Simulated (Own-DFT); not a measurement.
Simulation results for GaP (zincblende, atoms displaced)

A calculation, not a measurement: plane-wave PBE density functional theory by an unreviewed code, no spin, of a simulated periodic cell, stress positive in tension, free energy of the whole cell less one offset for each atom, forces on such cells passed a denser k mesh, this cell's mesh not checked; offsets are fitted by least squares, one for each functional and potential file, so energies compare only between cells with the same atoms and settings and are not formation energies; the far tail of each file's local potential was reset to the Coulomb form; each entry is a single point on an unrelaxed cell, so the pressure reflects the starting lattice, mostly measured values (interpolated for alloys), from which strain is counted, and rises with the displacements; printed positions are rounded, which can move forces by about a meV/angstrom; the program, named Own-DFT, is a retired in-house code; no spin-orbit coupling. Program: Own-DFT development build.

Common to all runs: functional PBE; potential files PseudoDojo norm-conserving, scalar-relativistic, standard set; wave cutoff 42 hartree; occupations Fermi-Dirac; smearing width 0.1 eV; k mesh 3 x 3 x 3 centred on Gamma.

(1) GaP (zincblende, atoms displaced)

```xyz
64
Lattice="10.9010 0.0000 0.0000 0.0000 10.9010 0.0000 0.0000 0.0000 10.9010" Properties=species:S:1:pos:R:3 GaP
Ga    10.7512    10.6442    10.7529
Ga    10.8880     2.7296     2.6804
Ga     2.7724    10.8837     2.7539
Ga     2.6434     2.5837     0.0972
P      1.4570     1.3146     1.4417
P      1.2409     4.2377     3.9230
P      4.2713     1.3619     4.0568
P      4.1245     4.1705     1.1309
Ga     0.0027    10.8212     5.5784
Ga    10.6679     2.7510     8.2896
Ga     2.6380     0.0720     8.1212
Ga     2.8206     2.7379     5.3420
P      1.4993     1.2937     6.9184
P      1.5227     4.0680     9.2790
P      4.2111     1.3977     9.6393
P      3.8898     4.0453     6.8401
Ga     0.0084     5.5482    10.7793
Ga     0.0467     8.4085     2.5877
Ga     2.6539     5.4412     3.0300
Ga     2.7758     8.0117     0.1035
P      1.2428     6.7440     1.5185
P      1.4001     9.5049     4.1318
P      3.9718     6.8547     3.9889
P      4.0347     9.7148     1.3286
Ga     0.0842     5.4197     5.4405
Ga     0.1767     8.0591     8.2353
Ga     2.7911     5.4787     8.1224
Ga     2.7270     8.1649     5.5278
P      1.3923     6.5924     6.8271
P      1.4940     9.5907     9.4415
P      4.1438     6.8294     9.3643
P      4.2303     9.4638     6.7578
Ga     5.5519     0.0550    10.8275
Ga     5.3825     2.9143     2.6038
Ga     8.0050     0.0322     2.7684
Ga     8.0468     2.8404     0.0862
P      7.0474     1.2799     1.7289
P      6.6550     4.2057     4.0077
P      9.3271     1.4358     3.9559
P      9.4148     4.0449     1.4027
Ga     5.4263    10.8809     5.5072
Ga     5.5709     2.8486     8.0937
Ga     8.1181     0.1867     8.2280
Ga     8.3058     2.8105     5.4026
P      6.7479     1.6267     6.8830
P      6.9482     4.1144     9.5613
P      9.5217     1.5684     9.6131
P      9.4811     3.9281     6.8217
Ga     5.5305     5.4176    10.8697
Ga     5.4910     8.1891     2.4208
Ga     8.0366     5.3605     2.7162
Ga     8.0880     8.1811    10.7390
P      6.6553     6.8048     1.4674
P      6.7972     9.2393     3.9991
P      9.6018     6.7296     4.0221
P      9.4240     9.5134     1.3006
Ga     5.5230     5.3360     5.5911
Ga     5.2758     8.1440     8.1080
Ga     8.0787     5.3901     8.1199
Ga     8.3090     8.3325     5.4873
P      6.8449     6.9159     6.8033
P      6.8257     9.6605     9.5169
P      9.4590     6.7889     9.5875
P      9.4416     9.4639     6.8634
```

The calculation gives: free energy of cell above offsets -22.309 eV; pressure 5.54 GPa; stress xx -5.19 GPa; stress yy -5.82 GPa; stress zz -5.61 GPa; stress yz 0.89 GPa; stress xz -0.41 GPa; stress xy 0.58 GPa.

Force:
```tsv
element	x (eV/Å)	y (eV/Å)	z (eV/Å)
Ga	0.819	1.722	0.014
Ga	-0.411	-0.535	-0.273
Ga	-0.065	0.492	1.382
Ga	1.186	1.445	-1.634
P	-2.239	-0.703	-0.029
P	-0.885	-3.951	2.252
P	-1.105	0.371	-0.366
P	-1.978	-0.733	1.694
Ga	-0.194	0.713	-0.625
Ga	3.292	0.581	-1.404
Ga	3.852	-1.527	1.686
Ga	-1.253	-0.758	-0.493
P	-3.136	2.913	-2.829
P	-1.946	-0.808	2.642
P	-0.872	0.612	-1.552
P	2.629	0.048	-0.446
Ga	0.525	-1.498	0.863
Ga	-0.408	-1.33	0.96
Ga	1.847	1.24	-3.598
Ga	-0.379	0.576	-0.176
P	1.036	0.199	-1.237
P	-0.326	0.747	0.063
P	2.131	0.846	1.438
P	1.098	-1.642	-1.072
Ga	-1.869	-0.175	0.113
Ga	-1.127	0.174	-0.229
Ga	0.354	0.215	0.513
Ga	-0.028	-0.717	-0.533
P	-0.176	2.34	-0.3
P	-0.736	-1.631	1.313
P	-0.804	-1.203	2.706
P	-2.542	1.393	0.035
Ga	0.103	0.387	1.985
Ga	0.412	-1.22	0.088
Ga	4.369	-6.928	4.487
Ga	0.742	-1.921	0.975
P	-6.534	6.727	-7.366
P	0.821	-1.347	1.31
P	2.595	-0.862	1.349
P	1.321	1.13	-0.677
Ga	1.626	0.355	-0.731
Ga	-2.849	1.277	2.531
Ga	0.47	0.108	-0.505
Ga	-2.602	-0.575	-1.095
P	2.131	-3.145	-2.761
P	-1.879	0.133	-0.365
P	-1.251	-2.76	1.754
P	1.076	2.785	-0.035
Ga	0.142	1.141	-1.011
Ga	-3.433	2.194	2.501
Ga	1.237	1.337	0.157
Ga	-0.371	-0.224	1.422
P	3.138	-2.097	-3.322
P	0.017	2.248	0.782
P	-0.429	1.095	0.312
P	-0.61	0.276	0.336
Ga	-1.353	1.355	-0.227
Ga	3.026	0.638	0.159
Ga	1.195	1.097	-0.514
Ga	-1.084	-2.814	-2.205
P	-0.163	-0.685	0.094
P	-0.482	-1.187	-0.887
P	0.341	0.083	-1.633
P	1.987	1.984	2.208
```

(2) GaP (zincblende, atoms displaced)

```xyz
64
Lattice="10.9010 0.0000 0.0000 0.0000 10.9010 0.0000 0.0000 0.0000 10.9010" Properties=species:S:1:pos:R:3 GaP
Ga    10.8043     0.0006    10.8628
Ga    10.8724     2.6622     2.5990
Ga     2.7702    10.7383     3.0157
Ga     2.7303     2.7365    10.7274
P      1.4340     1.4486     1.5088
P      1.4648     4.0317     4.1530
P      4.2302     1.1943     3.9836
P      3.9555     4.1526     1.4596
Ga     0.1363    10.8422     5.4875
Ga    10.8374     2.8359     8.2930
Ga     2.7337     0.1539     8.0782
Ga     2.7403     2.7570     5.5120
P      1.5111     1.2616     6.8954
P      1.5960     4.2532     9.5288
P      4.0612     1.5211     9.3548
P      4.0893     4.3059     6.7541
Ga    10.8950     5.3659     0.0678
Ga     0.0465     8.2556     2.7592
Ga     2.8574     5.5280     2.6620
Ga     2.7731     8.1479     0.1091
P      1.2069     6.7606     1.5027
P      1.3371     9.6390     4.2154
P      3.9806     6.7394     4.0149
P      4.1259     9.4278     1.2879
Ga    10.8350     5.4946     5.4976
Ga     0.1109     8.3022     8.3418
Ga     2.7536     5.5100     8.0144
Ga     2.6620     8.1412     5.5124
P      1.4369     6.8593     6.6422
P      1.5035     9.5600     9.3853
P      3.9792     6.7367     9.6027
P      4.1391     9.4960     6.9823
Ga     5.5801    10.8329    10.7133
Ga     5.4650     2.6776     2.7537
Ga     8.2120     0.0819     2.8335
Ga     8.1164     2.6128     0.0977
P      6.7540     1.3817     1.2707
P      6.8776     4.0214     4.1246
P      9.5867     1.4361     4.0053
P      9.7270     4.0113     1.3456
Ga     5.5773    10.7948     5.3898
Ga     5.4822     2.7629     8.1968
Ga     7.9844    10.7878     8.0775
Ga     8.0573     2.8149     5.3315
P      6.9106     1.3175     6.8081
P      6.8346     4.1545     9.5181
P      9.6207     1.4691     9.6133
P      9.7197     4.1271     6.8192
Ga     5.4237     5.4742     0.0917
Ga     5.5626     8.1117     2.8050
Ga     8.0141     5.4265     2.8842
Ga     8.1827     8.0693     0.2018
P      6.9629     6.9078     1.2397
P      6.7332     9.4932     4.2076
P      9.4388     6.8130     4.0355
P      9.1841     9.5306     1.4890
Ga     5.4824     5.4070     5.5397
Ga     5.5339     8.2413     8.2308
Ga     8.1324     5.5153     8.3084
Ga     8.2786     8.1019     5.5648
P      6.7849     6.8502     6.7385
P      6.8906     9.4097     9.4956
P      9.4411     6.7186     9.6199
P      9.5959     9.4009     6.9436
```

It was run with hardware one NVIDIA H100.

Results for GaP (zincblende, atoms displaced): free energy of cell above offsets -23.718 eV; pressure 5.57 GPa; stress xx -5.46 GPa; stress yy -5.98 GPa; stress zz -5.28 GPa; stress yz 0.6 GPa; stress xz 0.51 GPa; stress xy -0.99 GPa; wall time 589.8 s.

Force:
```tsv
element	x (eV/Å)	y (eV/Å)	z (eV/Å)
Ga	1.151	-0.535	1.097
Ga	1.247	0.693	1.832
Ga	0.602	0.88	-3.305
Ga	-0.032	-0.115	2.049
P	1.082	-2.172	-1.757
P	-1.283	0.842	-1.063
P	-0.162	1.325	2.034
P	2.35	-2.116	-1.778
Ga	-2.403	1.822	1.72
Ga	1.905	-0.138	-0.093
Ga	2.598	-2.873	2.071
Ga	0.759	-0.739	-0.254
P	-3.53	3.364	-2.57
P	-2.277	-0.31	-0.392
P	0.691	-1.77	1.464
P	0.269	-3.339	0.727
Ga	0.673	0.842	-1.207
Ga	-1.339	0.273	0.144
Ga	-3.163	-0.493	0.686
Ga	-1.589	-0.751	-0.877
P	1.227	0.59	-0.989
P	0.394	-2.952	-0.937
P	2.365	1.816	1.879
P	0.912	1.474	1.507
Ga	1.189	0.205	-1.604
Ga	-1.04	-2.582	-1.021
Ga	-0.422	1.156	0.78
Ga	2.378	1.736	-1.313
P	-2.504	-1.122	2.715
P	0.498	1.035	2.932
P	1.191	0.713	-0.601
P	-0.488	0.739	-1.773
Ga	-1.578	0.553	0.568
Ga	-0.525	0.561	-0.845
Ga	-1.913	0.143	0.294
Ga	1.439	1.918	-1.178
P	-0.48	-1.18	1.365
P	-3.442	1.304	-1.121
P	-0.049	-0.431	1.807
P	-3.412	0.469	0.334
Ga	-2.053	1.485	2.311
Ga	0.59	1.065	-1.328
Ga	2.606	0.106	0.821
Ga	3.512	-2.289	2.695
P	-1.419	1.376	-1.037
P	-0.549	-1.094	1.327
P	-1.777	-0.992	-0.814
P	-2.751	-0.351	0.398
Ga	-0.081	-0.246	-0.339
Ga	-0.946	-0.202	-0.86
Ga	1.779	0.719	-2.353
Ga	2.904	2.57	-4.275
P	-4.638	-4.433	4.247
P	3.058	-1.226	-1.444
P	1.075	0.114	0.623
P	3.662	0.368	-0.534
Ga	0.401	1.179	-2.012
Ga	-1.365	-2.058	-0.163
Ga	0.083	-0.434	-2.241
Ga	-0.349	0.512	-0.803
P	0.266	-0.371	1.408
P	0.844	0.313	1.34
P	2.078	1.568	0.591
P	-0.218	1.489	-0.888
```

(3) GaP (zincblende, atoms displaced)

```xyz
64
Lattice="10.9010 0.0000 0.0000 0.0000 10.9010 0.0000 0.0000 0.0000 10.9010" Properties=species:S:1:pos:R:3 GaP
Ga     0.0809     0.0510    10.8414
Ga    10.8257     2.7802     2.7790
Ga     2.6920    10.9000     2.6133
Ga     2.7374     2.9118     0.0286
P      1.2988     1.3114     1.3881
P      1.3201     4.2248     3.9936
P      4.0773     1.4917     4.1676
P      3.9391     3.9493     1.2452
Ga     0.0523     0.0443     5.2647
Ga     0.0584     2.6882     7.9926
Ga     2.7177     0.1348     8.2854
Ga     2.6730     2.9976     5.3799
P      1.2539     1.3454     6.5373
P      1.5204     4.0461     9.4059
P      4.0839     1.5499     9.3105
P      4.0124     4.0154     6.7940
Ga     0.1028     5.6626     0.0990
Ga     0.1122     8.0511     2.6974
Ga     2.7234     5.4553     2.8053
Ga     2.6719     8.2038    10.7321
P      1.4406     6.9253     1.4031
P      1.1570     9.6230     4.1547
P      4.0312     6.8261     4.0636
P      4.1648     9.6214     1.3651
Ga     0.1663     5.3703     5.3857
Ga    10.8375     8.1320     8.0780
Ga     2.7769     5.5364     8.1166
Ga     2.8172     8.3382     5.5040
P      1.3144     6.7858     6.8658
P      1.5050     9.4386     9.4704
P      3.9178     6.7679     9.5723
P      3.9597     9.5167     6.7952
Ga     5.4445     0.0984     0.0639
Ga     5.6313     2.5070     2.5224
Ga     8.0896    10.8584     2.7333
Ga     8.1272     2.7426     0.2121
P      6.8265     1.3542     1.4212
P      6.8995     4.0421     3.9271
P      9.7692     1.5438     4.1262
P      9.5700     4.0247     1.3385
Ga     5.3703    10.8804     5.3378
Ga     5.4497     2.7274     8.2843
Ga     8.2247     0.0239     8.1680
Ga     8.2210     2.7170     5.3304
P      6.8069     1.3828     6.9225
P      6.7498     3.8901     9.6347
P      9.4902     1.3851     9.5637
P      9.8260     4.0804     6.9667
Ga     5.4048     5.4078    10.8283
Ga     5.3686     8.3502     2.6665
Ga     8.2096     5.5769     2.6828
Ga     8.0253     8.1553     0.0375
P      6.6358     6.8058     1.3974
P      6.6469     9.5548     4.0315
P      9.6530     6.8817     4.0131
P      9.4921     9.5349     1.1931
Ga     5.5083     5.3602     5.3427
Ga     5.6959     8.0492     8.2686
Ga     8.3536     5.6905     8.1946
Ga     8.3729     8.0569     5.4855
P      6.8369     6.8588     6.6532
P      6.5816     9.4629     9.6646
P      9.4345     6.9067     9.5681
P      9.6658     9.6202     6.6720
```

It was run with hardware one NVIDIA H100.

Results for GaP (zincblende, atoms displaced): free energy of cell above offsets -23.385 eV; pressure 5.65 GPa; stress xx -5.47 GPa; stress yy -5.74 GPa; stress zz -5.74 GPa; stress yz -1.6 GPa; stress xz -0.82 GPa; stress xy -0.11 GPa; wall time 552.1 s.

Force:
```tsv
element	x (eV/Å)	y (eV/Å)	z (eV/Å)
Ga	-0.642	-0.82	-0.561
Ga	1.857	0.707	-1.909
Ga	0.098	0.173	1.749
Ga	-2.966	-3.803	-2.88
P	0.447	1.565	-0.432
P	0.487	-1.697	-0.893
P	-0.186	-0.185	-1.591
P	4.156	3.209	4.194
Ga	-2.094	0.997	1.68
Ga	1.49	-2.181	2.737
Ga	-0.632	-0.81	-2.18
Ga	-0.502	-2.005	-0.425
P	2.267	0.941	2.145
P	-1.75	0.764	0.422
P	-1.606	-2.092	4.131
P	1.848	1.669	0.68
Ga	-0.685	-1.885	-1.512
Ga	-1.234	2.813	0.146
Ga	0.809	0.123	-1.699
Ga	1.532	-0.277	2.637
P	1.481	-0.744	-0.647
P	3.756	-3.088	-3.049
P	0.816	0.719	0.399
P	-2.139	0.061	-1.396
Ga	-1.822	1.559	1.746
Ga	0.215	0.674	0.547
Ga	-0.464	-1.017	-0.468
Ga	-2.691	-2.105	-1.68
P	0.782	0.454	-1.32
P	-2.739	2.164	-1.162
P	2.687	0.081	-0.49
P	2.946	1.87	2.325
Ga	-0.815	0.524	-1.252
Ga	-4.68	3.897	3.832
Ga	1.517	-0.254	0.219
Ga	0.481	-0.471	-1.738
P	2.807	-3.124	-2.86
P	-0.326	0.243	0.159
P	-3.316	-2.134	0.187
P	0.353	2.157	0.203
Ga	-0.334	0.594	1.78
Ga	1.351	1.157	-2.933
Ga	-0.4	-0.724	0.246
Ga	-0.044	0.375	1.862
P	0.052	-0.2	-1.723
P	1.317	2.498	-0.062
P	0.685	0.376	-0.029
P	-3.802	2.856	-2.851
Ga	-0.573	-0.394	0.404
Ga	0.099	-2.138	0.601
Ga	0.019	-0.572	-0.174
Ga	-0.146	0.166	0.226
P	0.59	-0.092	-0.162
P	2.255	-0.349	0.983
P	-0.508	-1.657	0.669
P	0.447	-0.067	1.408
Ga	-0.699	-0.215	0.049
Ga	-2.808	-0.235	-1.138
Ga	-1.56	-2.975	-1.759
Ga	-0.613	1.599	-0.676
P	0.314	-1.15	0.97
P	2.171	1.507	-0.322
P	1.765	1.141	1.637
P	-1.12	-0.176	1.001
```
